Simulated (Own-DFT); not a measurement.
# What a defect does to the pressure of its cell: C40 NbSi2

Everything here is calculated. The program is Own-DFT (plane waves, in-house, since retired, never reviewed by a person); positions were held fixed, and spin and spin-orbit coupling were off.

Common settings: PBE; PseudoDojo norm-conserving scalar-relativistic files; cutoff 42 hartree; 4 x 4 x 5 k mesh centred on Gamma; cold (Marzari-Vanderbilt) smearing of 0.2 eV.

Limits: forces on such cells failed a check on a denser k mesh; stress not checked against mesh or cutoff.

All runs share one cell, with vectors in Å (0.000, 8.324, 0.000); (-9.613, 0.000, 0.000); (0.000, 0.000, 6.586) and a volume of 527.0 Å³. The atoms are randomly displaced, by u rms on each axis. The defect's site can differ from row to row.

| cell | formula | u (Å) | P (GPa) |
|---|---|---|---|
| no defect | Nb12Si24 | 0.0166 | 1.46 |
| no defect | Nb12Si24 | 0.0515 | 2.92 |
| no defect | Nb12Si24 | 0.0532 | 2.75 |
| two Si on a Nb site each | Nb10Si26 | 0.0299 | 1.58 |
| two Si on a Nb site each | Nb10Si26 | 0.0311 | 1.63 |
| two Si on a Nb site each | Nb10Si26 | 0.0504 | 2.80 |
| two Nb on a Si site each | Nb14Si22 | 0.0286 | 7.53 |
| two Nb on a Si site each | Nb14Si22 | 0.0318 | ? |
| two Nb on a Si site each | Nb14Si22 | 0.0502 | 8.27 |
| two Nb on a Si site each | Nb14Si22 | 0.0533 | 8.92 |
| two Nb vacancies | Nb10Si24 | 0.0340 | -0.01 |
| two Nb vacancies | Nb10Si24 | 0.0476 | 0.49 |
| two Nb vacancies | Nb10Si24 | 0.0478 | 0.40 |
| one Si vacancy | Nb12Si23 | 0.0280 | 1.00 |
| one Si vacancy | Nb12Si23 | 0.0308 | 0.96 |
| one Si vacancy | Nb12Si23 | 0.0483 | 1.73 |

## Fit

P = P0 + c u² + a shift for each defect gives P0 = 1.27 GPa, c = 577 ± 50 GPa/Å² and a scatter of 0.16 GPa. The shifts, and each times the cell's volume:

- two Nb on a Si site each: 5.78 ± 0.13 GPa, 19.0 eV (9.5 eV for each of its 2 sites)
- two Si on a Nb site each: -0.11 ± 0.13 GPa, -0.4 eV (-0.2 eV for each of its 2 sites) (not resolved)
- one Si vacancy: -0.82 ± 0.14 GPa, -2.7 eV
- two Nb vacancies: -2.07 ± 0.13 GPa, -6.8 eV (-3.4 eV for each of its 2 sites)

A positive shift means that the defect pushes the cell outwards. Shift times volume (160.2 GPa Å³ is 1 eV) depends little on the cell's size, so, taken for each site, it can be compared between cells at like pressure. The atoms around the defects weren't relaxed, which would change these numbers.

## Withheld run

Asked: what pressure belongs in the blank (two Nb on a Si site each, u = 0.0318 Å)?

The fitted form gives 7.63 ± 0.19 GPa. Computed: 7.62 GPa.
